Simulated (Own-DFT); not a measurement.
# Computed records: GaP (zincblende, atoms displaced)

All values are calculated (Own-DFT development build). A calculation, not a measurement: plane-wave PBE density functional theory by an unreviewed code, no spin, of a simulated periodic cell, stress positive in tension, free energy of the whole cell less one offset for each atom, some atoms lie very close together; forces on such cells passed a denser k mesh, this cell's mesh not checked; offsets are fitted by least squares, one for each functional and potential file, so energies compare only between cells with the same atoms and settings and are not formation energies; the far tail of each file's local potential was reset to the Coulomb form; each entry is a single point on an unrelaxed cell, so the pressure reflects the starting lattice, mostly measured values (interpolated for alloys), from which strain is counted, and rises with the displacements; printed positions are rounded, which can move forces by about a meV/angstrom; the program, named Own-DFT, is a retired in-house code; no spin-orbit coupling; before rounding, a Quantum ESPRESSO 7.3.1 run of the same cell and cutoff gave forces within 1 meV/angstrom rms on each cell, which checks the program and not the settings.

Common to all runs: functional PBE; potential files PseudoDojo norm-conserving, scalar-relativistic, standard set; wave cutoff 42 hartree; occupations Fermi-Dirac; smearing width 0.1 eV; k mesh 2 x 3 x 3 centred on Gamma.

(1) 
```cif
# cell vector a (Å): 16.3515 0.0000 0.0000
# cell vector b (Å): 0.0000 10.9010 0.0000
# cell vector c (Å): 0.0000 0.0000 10.9010
data_GaP
_symmetry_space_group_name_H-M 'P 1'
_symmetry_Int_Tables_number 1
_cell_length_a 16.3515
_cell_length_b 10.9010
_cell_length_c 10.9010
_cell_angle_alpha 90.000
_cell_angle_beta 90.000
_cell_angle_gamma 90.000
_cell_volume 1943.08
loop_
_atom_site_label
_atom_site_type_symbol
_atom_site_fract_x
_atom_site_fract_y
_atom_site_fract_z
_atom_site_occupancy
Ga1 Ga 0.01465 0.01347 0.98978 1
Ga2 Ga 0.01112 0.23488 0.24991 1
Ga3 Ga 0.16413 0.00009 0.25561 1
Ga4 Ga 0.18274 0.25584 0.98907 1
P1 P 0.07031 0.14625 0.11262 1
P2 P 0.09665 0.36424 0.37428 1
P3 P 0.25944 0.13954 0.37203 1
P4 P 0.26516 0.36428 0.14189 1
Ga5 Ga 0.99647 0.01796 0.49437 1
Ga6 Ga 0.99902 0.26558 0.75100 1
Ga7 Ga 0.15426 0.02465 0.72706 1
Ga8 Ga 0.17071 0.24339 0.50012 1
P5 P 0.08221 0.11013 0.66344 1
P6 P 0.07444 0.35774 0.88007 1
P7 P 0.25026 0.12204 0.86595 1
P8 P 0.26322 0.38409 0.61879 1
Ga9 Ga 0.01243 0.50903 0.97881 1
Ga10 Ga 0.99297 0.74278 0.24512 1
Ga11 Ga 0.16520 0.47638 0.24057 1
Ga12 Ga 0.18181 0.73944 0.99864 1
P9 P 0.08062 0.63380 0.12664 1
P10 P 0.07555 0.89174 0.36676 1
P11 P 0.24899 0.64133 0.37830 1
P12 P 0.23852 0.84350 0.12108 1
Ga13 Ga 0.00025 0.48218 0.49485 1
Ga14 Ga 0.00533 0.72224 0.75171 1
Ga15 Ga 0.15104 0.47423 0.73971 1
Ga16 Ga 0.16396 0.77426 0.50049 1
P13 P 0.08093 0.63724 0.64587 1
P14 P 0.07425 0.87963 0.87331 1
P15 P 0.25081 0.60703 0.87195 1
P16 P 0.24808 0.88257 0.64733 1
Ga17 Ga 0.32340 0.01099 0.97286 1
Ga18 Ga 0.33169 0.25606 0.25643 1
Ga19 Ga 0.51467 0.00327 0.23156 1
Ga20 Ga 0.51221 0.25435 0.99985 1
P17 P 0.42751 0.12925 0.13024 1
P18 P 0.42813 0.38629 0.37827 1
P19 P 0.57713 0.10300 0.39746 1
P20 P 0.58454 0.37643 0.13219 1
Ga21 Ga 0.33919 0.02418 0.51392 1
Ga22 Ga 0.30874 0.25108 0.75019 1
Ga23 Ga 0.51338 0.98583 0.74970 1
Ga24 Ga 0.49407 0.25807 0.50981 1
P21 P 0.41396 0.13434 0.61069 1
P22 P 0.41732 0.39082 0.85244 1
P23 P 0.57384 0.11810 0.86811 1
P24 P 0.59019 0.36777 0.60703 1
Ga25 Ga 0.31822 0.50787 0.98226 1
Ga26 Ga 0.33614 0.74654 0.24488 1
Ga27 Ga 0.47550 0.49826 0.25200 1
Ga28 Ga 0.49458 0.75541 0.98310 1
P25 P 0.41441 0.59815 0.13274 1
P26 P 0.40410 0.85768 0.37205 1
P27 P 0.58991 0.62977 0.37821 1
P28 P 0.58236 0.86971 0.14245 1
Ga29 Ga 0.32051 0.49943 0.49084 1
Ga30 Ga 0.32222 0.75771 0.78322 1
Ga31 Ga 0.47460 0.49095 0.76887 1
Ga32 Ga 0.49988 0.74767 0.50011 1
P29 P 0.40431 0.64903 0.62552 1
P30 P 0.42241 0.86945 0.87516 1
P31 P 0.58845 0.64768 0.91273 1
P32 P 0.57584 0.86569 0.61725 1
Ga33 Ga 0.68047 0.99546 0.99624 1
Ga34 Ga 0.66770 0.22215 0.24386 1
Ga35 Ga 0.82663 0.99114 0.24556 1
Ga36 Ga 0.83850 0.24801 0.96539 1
P33 P 0.75268 0.14188 0.14676 1
P34 P 0.75201 0.38061 0.35931 1
P35 P 0.91836 0.11754 0.39267 1
P36 P 0.92040 0.35384 0.11654 1
Ga37 Ga 0.66195 0.00804 0.49027 1
Ga38 Ga 0.66983 0.22765 0.75432 1
Ga39 Ga 0.83751 0.00610 0.75645 1
Ga40 Ga 0.83211 0.25087 0.49616 1
P37 P 0.74329 0.12748 0.62587 1
P38 P 0.75619 0.38271 0.86272 1
P39 P 0.92684 0.10923 0.86677 1
P40 P 0.90401 0.37879 0.63990 1
Ga41 Ga 0.65706 0.49570 0.01386 1
Ga42 Ga 0.66639 0.76094 0.26100 1
Ga43 Ga 0.83961 0.49835 0.24822 1
Ga44 Ga 0.82650 0.76395 0.00407 1
P41 P 0.74916 0.63691 0.14765 1
P42 P 0.74785 0.87590 0.37687 1
P43 P 0.91581 0.63779 0.39962 1
P44 P 0.91355 0.85820 0.13530 1
Ga45 Ga 0.67461 0.52202 0.51075 1
Ga46 Ga 0.66657 0.73117 0.76039 1
Ga47 Ga 0.82958 0.50896 0.75064 1
Ga48 Ga 0.82339 0.75499 0.52059 1
P45 P 0.75355 0.62056 0.61470 1
P46 P 0.73657 0.89904 0.84497 1
P47 P 0.89584 0.60625 0.90061 1
P48 P 0.91508 0.88244 0.63096 1
_calc_free_energy_of_cell_above_offsets '-9.678'  # eV
_calc_pressure 9  # GPa
_calc_stress_xx -9.25  # GPa
_calc_stress_yy -9.09  # GPa
_calc_stress_zz -8.68  # GPa
_calc_stress_yz 1.86  # GPa
_calc_stress_xz -0.77  # GPa
_calc_stress_xy 1.87  # GPa
```

Force:
```tsv
element	x (eV/Å)	y (eV/Å)	z (eV/Å)
Ga	-1.667	-1.572	1.383
Ga	-3.479	2.415	3.269
Ga	0.811	1.001	-1.592
Ga	-1.168	0.063	1.844
P	5.067	-2.188	-1.784
P	-2.317	-0.181	0.642
P	-1.895	-2.729	0.977
P	-3.104	2.927	-4.703
Ga	2.618	-3.278	3.565
Ga	-1.918	-1.979	-1.389
Ga	16.67	-14.75	10.79
Ga	0.343	-0.173	1.416
P	-16.76	14.68	-12.52
P	3.025	1.155	0.772
P	-3.283	0.442	-0.877
P	-4.074	-1.338	1.087
Ga	-1.74	0.301	2.286
Ga	0.394	-0.487	2.076
Ga	0.553	2.778	-0.094
Ga	-4.492	-2.174	-3.473
P	1.187	-1.837	-0.907
P	-0.172	-1.215	1.078
P	-1.551	-1.351	-0.592
P	3.504	5.518	3.367
Ga	-0.404	1.05	0.7
Ga	-6.199	4.679	4.891
Ga	1.048	0.856	-0.287
Ga	0.065	-0.505	0.363
P	4.824	-4.331	-5.774
P	2.354	-1.892	-0.715
P	-4.841	2.545	-3.531
P	-0.144	0.982	-1.101
Ga	3.517	-3.118	4.017
Ga	4.938	-1.508	1.303
Ga	-2.403	1.027	2.811
Ga	-1.476	0.257	-0.263
P	-1.87	0.52	-1.11
P	-3.923	-3.099	3.101
P	-3.186	4.054	-3.72
P	-0.852	-1.196	1.356
Ga	-2.781	-4.466	-3.129
Ga	4.068	0.76	-1.157
Ga	-2.071	0.127	-0.982
Ga	1.554	0.068	-1.145
P	1.816	1.499	5.054
P	-11.21	-13.82	11.94
P	1.955	0.78	1.597
P	0.311	0.984	2.291
Ga	5.115	-4.159	4.822
Ga	-0.565	-1.106	-1.015
Ga	6.689	0.004	0.458
Ga	-0.074	-0.503	4.819
P	-3.209	4.817	-5.219
P	2.053	2.835	1.259
P	-1.48	-0.632	-0.037
P	1.262	-1.258	-3.87
Ga	2.909	2.623	-1.213
Ga	1.057	-0.17	-2.159
Ga	11.62	13.58	-12.1
Ga	-1.273	-0.653	-1.192
P	-0.018	-1.73	0.812
P	-2.467	2.949	-1.156
P	1.38	-2.881	-2.554
P	2.604	0.122	0.522
Ga	-2.119	1.214	2.379
Ga	-5.063	3.922	4.526
Ga	1.047	0.076	0.656
Ga	0.448	-0.018	1.826
P	4.645	-3.625	-5.807
P	-0.734	-0.74	1.479
P	-2.674	2.929	-3.865
P	0.469	1.467	0.298
Ga	3.312	-3.206	3.145
Ga	-1.435	2.616	0.464
Ga	-0.579	-0.082	-1.884
Ga	-0.943	0.534	0.13
P	2.248	-1.349	-1.446
P	-2.971	-1.308	1.247
P	-0.889	1.985	0.219
P	1.973	-0.851	-1.835
Ga	2.467	1.041	-0.248
Ga	-0.246	-0.961	0.115
Ga	0.828	0.366	-0.371
Ga	-1.184	-0.432	-0.315
P	0.113	-0.939	-1.839
P	0.389	0.619	1.296
P	0.532	-1.399	-1.248
P	-0.147	2.969	-1.609
Ga	-3.217	-3.926	-3.505
Ga	-0.57	0.723	-1.257
Ga	0.211	0.665	-0.422
Ga	1.967	2.411	-1.628
P	0.682	1.322	4.552
P	1.586	-2.289	0.595
P	1.925	1.353	-0.749
P	0.687	-1.2	-0.215
```

(2) 
```cif
# cell vector a (Å): 16.3515 0.0000 0.0000
# cell vector b (Å): 0.0000 10.9010 0.0000
# cell vector c (Å): 0.0000 0.0000 10.9010
data_GaP
_symmetry_space_group_name_H-M 'P 1'
_symmetry_Int_Tables_number 1
_cell_length_a 16.3515
_cell_length_b 10.9010
_cell_length_c 10.9010
_cell_angle_alpha 90.000
_cell_angle_beta 90.000
_cell_angle_gamma 90.000
_cell_volume 1943.08
loop_
_atom_site_label
_atom_site_type_symbol
_atom_site_fract_x
_atom_site_fract_y
_atom_site_fract_z
_atom_site_occupancy
Ga1 Ga 0.98908 0.02423 0.00616 1
Ga2 Ga 0.00301 0.27395 0.26076 1
Ga3 Ga 0.17943 0.02018 0.24282 1
Ga4 Ga 0.17123 0.25545 0.99153 1
P1 P 0.07210 0.11460 0.13641 1
P2 P 0.09666 0.35968 0.36067 1
P3 P 0.24508 0.11702 0.37848 1
P4 P 0.25843 0.37838 0.12297 1
Ga5 Ga 0.99464 0.99945 0.48628 1
Ga6 Ga 0.00076 0.25100 0.74204 1
Ga7 Ga 0.16169 0.00266 0.73004 1
Ga8 Ga 0.16412 0.26990 0.46920 1
P5 P 0.08158 0.11797 0.65191 1
P6 P 0.08468 0.38955 0.86310 1
P7 P 0.23517 0.11261 0.89839 1
P8 P 0.23787 0.36031 0.62092 1
Ga9 Ga 0.00558 0.52784 0.98159 1
Ga10 Ga 0.99645 0.75988 0.25329 1
Ga11 Ga 0.16422 0.49427 0.26404 1
Ga12 Ga 0.15769 0.73416 0.00019 1
P9 P 0.09041 0.61697 0.10462 1
P10 P 0.07764 0.87483 0.39861 1
P11 P 0.26026 0.61999 0.35056 1
P12 P 0.25474 0.87042 0.14621 1
Ga13 Ga 0.98702 0.46327 0.47470 1
Ga14 Ga 0.00933 0.74845 0.75171 1
Ga15 Ga 0.18797 0.50455 0.73165 1
Ga16 Ga 0.17527 0.75933 0.51841 1
P13 P 0.07991 0.65086 0.64055 1
P14 P 0.08666 0.89647 0.88517 1
P15 P 0.22570 0.63340 0.88792 1
P16 P 0.25388 0.87775 0.61580 1
Ga17 Ga 0.33556 0.98775 0.97299 1
Ga18 Ga 0.30685 0.26072 0.22950 1
Ga19 Ga 0.50218 0.00113 0.27043 1
Ga20 Ga 0.51403 0.26167 0.99928 1
P17 P 0.42211 0.12523 0.12725 1
P18 P 0.39725 0.33848 0.36387 1
P19 P 0.57399 0.14122 0.36649 1
P20 P 0.56380 0.37991 0.08766 1
Ga21 Ga 0.32970 0.96898 0.48313 1
Ga22 Ga 0.33832 0.25495 0.74966 1
Ga23 Ga 0.48852 0.00918 0.73202 1
Ga24 Ga 0.50471 0.25183 0.50101 1
P21 P 0.40512 0.10315 0.62435 1
P22 P 0.42542 0.37331 0.88076 1
P23 P 0.56923 0.14072 0.88651 1
P24 P 0.59310 0.39040 0.62160 1
Ga25 Ga 0.33361 0.51183 0.99874 1
Ga26 Ga 0.33505 0.76276 0.24620 1
Ga27 Ga 0.49676 0.49257 0.27141 1
Ga28 Ga 0.51218 0.72121 0.99346 1
P25 P 0.40454 0.61865 0.14080 1
P26 P 0.41156 0.87860 0.36892 1
P27 P 0.59121 0.60612 0.37863 1
P28 P 0.59003 0.86350 0.10668 1
Ga29 Ga 0.33870 0.51337 0.49889 1
Ga30 Ga 0.32448 0.77220 0.72530 1
Ga31 Ga 0.47035 0.48447 0.74359 1
Ga32 Ga 0.49606 0.76523 0.51625 1
P29 P 0.42144 0.62646 0.63143 1
P30 P 0.41973 0.87132 0.88689 1
P31 P 0.57362 0.62985 0.88950 1
P32 P 0.56266 0.86336 0.61517 1
Ga33 Ga 0.66493 0.99435 0.00498 1
Ga34 Ga 0.66979 0.24392 0.24195 1
Ga35 Ga 0.84069 0.00632 0.24168 1
Ga36 Ga 0.83354 0.26137 0.01736 1
P33 P 0.75015 0.13111 0.12979 1
P34 P 0.75542 0.36432 0.39445 1
P35 P 0.93612 0.13000 0.36923 1
P36 P 0.92743 0.37442 0.12885 1
Ga37 Ga 0.66702 0.99558 0.50145 1
Ga38 Ga 0.66817 0.27129 0.74597 1
Ga39 Ga 0.83630 0.97765 0.77581 1
Ga40 Ga 0.83221 0.27064 0.50261 1
P37 P 0.75870 0.14241 0.61829 1
P38 P 0.75698 0.38921 0.87006 1
P39 P 0.90805 0.10028 0.86113 1
P40 P 0.92938 0.36597 0.61801 1
Ga41 Ga 0.68061 0.49814 0.01204 1
Ga42 Ga 0.66176 0.73114 0.26686 1
Ga43 Ga 0.81840 0.49629 0.25400 1
Ga44 Ga 0.82540 0.74978 0.00918 1
P41 P 0.74369 0.61703 0.12799 1
P42 P 0.74495 0.88489 0.39817 1
P43 P 0.91965 0.62919 0.37714 1
P44 P 0.91444 0.85177 0.10192 1
Ga45 Ga 0.66263 0.47606 0.48862 1
Ga46 Ga 0.65893 0.75700 0.74518 1
Ga47 Ga 0.82986 0.52479 0.76010 1
Ga48 Ga 0.83669 0.75008 0.50426 1
P45 P 0.75916 0.62772 0.63008 1
P46 P 0.74067 0.87949 0.87722 1
P47 P 0.91083 0.62005 0.88767 1
P48 P 0.91345 0.88192 0.63246 1
_calc_free_energy_of_cell_above_offsets '-8.018'  # eV
_calc_pressure 9.57  # GPa
_calc_stress_xx -8.92  # GPa
_calc_stress_yy -10.05  # GPa
_calc_stress_zz -9.74  # GPa
_calc_stress_yz -0.95  # GPa
_calc_stress_xz -1.52  # GPa
_calc_stress_xy 1.22  # GPa
```

Force:
```tsv
element	x (eV/Å)	y (eV/Å)	z (eV/Å)
Ga	0.448	-1.965	-0.65
Ga	-0.759	-3.003	-2.153
Ga	-2.656	-2.342	-1.179
Ga	-2.238	1.544	1.449
P	1.498	2.159	0.358
P	-5.097	5.086	-2.265
P	1.381	1.969	1.204
P	-5.078	4.999	-4.883
Ga	0.287	0.012	3.559
Ga	0.352	-0.51	2.478
Ga	3.029	-2.393	3.483
Ga	4.608	-6.157	6.681
P	-2.307	2.407	-5.261
P	0.112	-0.8	-0.024
P	2.054	-0.945	-3.181
P	2.794	0.049	-0.749
Ga	0.417	-3.361	0.691
Ga	1.235	-0.555	-0.302
Ga	1.629	2.099	-3.056
Ga	-0.489	7.21	1.389
P	-2.117	-1.214	5.7
P	2.088	-1.019	-2.41
P	-1.167	0.581	2.787
P	-2.398	1.79	-3.797
Ga	1.916	2.749	-0.931
Ga	-3.543	3.919	3.858
Ga	-3.213	1.55	1.256
Ga	-2.643	-2.564	-2.531
P	4.041	-4.982	-4.205
P	-0.467	-1.444	-0.07
P	6.233	-3.127	-4.447
P	-2.344	3.333	-0.002
Ga	-1.309	1.899	3.505
Ga	4.596	-7.156	4.326
Ga	-0.259	-0.262	-2.97
Ga	-7.97	-7.586	-2.958
P	-1.103	0.013	-0.581
P	2.485	2.581	2.206
P	2.601	-1.031	0.797
P	7.873	9.841	9.271
Ga	-0.666	3.817	0.892
Ga	-1.201	-1.11	0.481
Ga	2.048	-1.753	3.603
Ga	-1.74	0.347	0.819
P	-1.444	2.939	-2.44
P	-3.318	-1.252	1.345
P	3.735	-4.018	-4.506
P	-4.361	-1.399	2.281
Ga	-0.571	0.056	-0.874
Ga	1.069	-1.754	0.603
Ga	-1.42	-1.161	-1.395
Ga	-7.96	7.12	8.186
P	2.811	0.391	-0.543
P	2.995	-2.204	-0.269
P	-2.517	0.784	0.903
P	-1.494	-0.656	3.422
Ga	-0.602	-1.833	-0.836
Ga	3.384	-3.394	5.013
Ga	4.225	1.15	-0.817
Ga	-5.11	-6.028	-6.605
P	-2.16	1.633	-1.299
P	1.363	-1.978	-2.932
P	7.715	-7.712	-9.086
P	7.468	6.573	5.782
Ga	-0.124	2.38	-0.465
Ga	-1.599	1.502	0.927
Ga	0.266	-0.68	0.698
Ga	0.474	-0.612	-1.583
P	0.514	-1.37	-1.215
P	-2.962	1.976	-4.994
P	-3.492	1.173	-0.392
P	-1.331	2.049	-0.762
Ga	-2.269	3.043	1.73
Ga	0.415	-1.874	0.852
Ga	-2.473	-1.399	-3.633
Ga	3.973	-3.712	1.894
P	-1.513	-1.9	1.744
P	-0.324	-1.268	0.939
P	2.419	5.959	2.779
P	-2.643	0.803	1.543
Ga	-3.362	-1.641	-2.458
Ga	1.186	2.607	-1.637
Ga	2.329	-0.171	0.304
Ga	-2.02	-1.648	-1.843
P	1.328	2.343	1.907
P	2.428	-2.695	-3.482
P	-0.915	-1.274	-0.666
P	1.834	3.289	2.684
Ga	2.446	2.319	-0.167
Ga	-0.264	-0.965	0.38
Ga	1.268	-1.755	-0.434
Ga	0.23	0.692	0.439
P	-2.79	0.521	-1.489
P	-0.185	-1.47	0.083
P	-0.375	2.765	-1.167
P	0.764	-0.922	-0.639
```
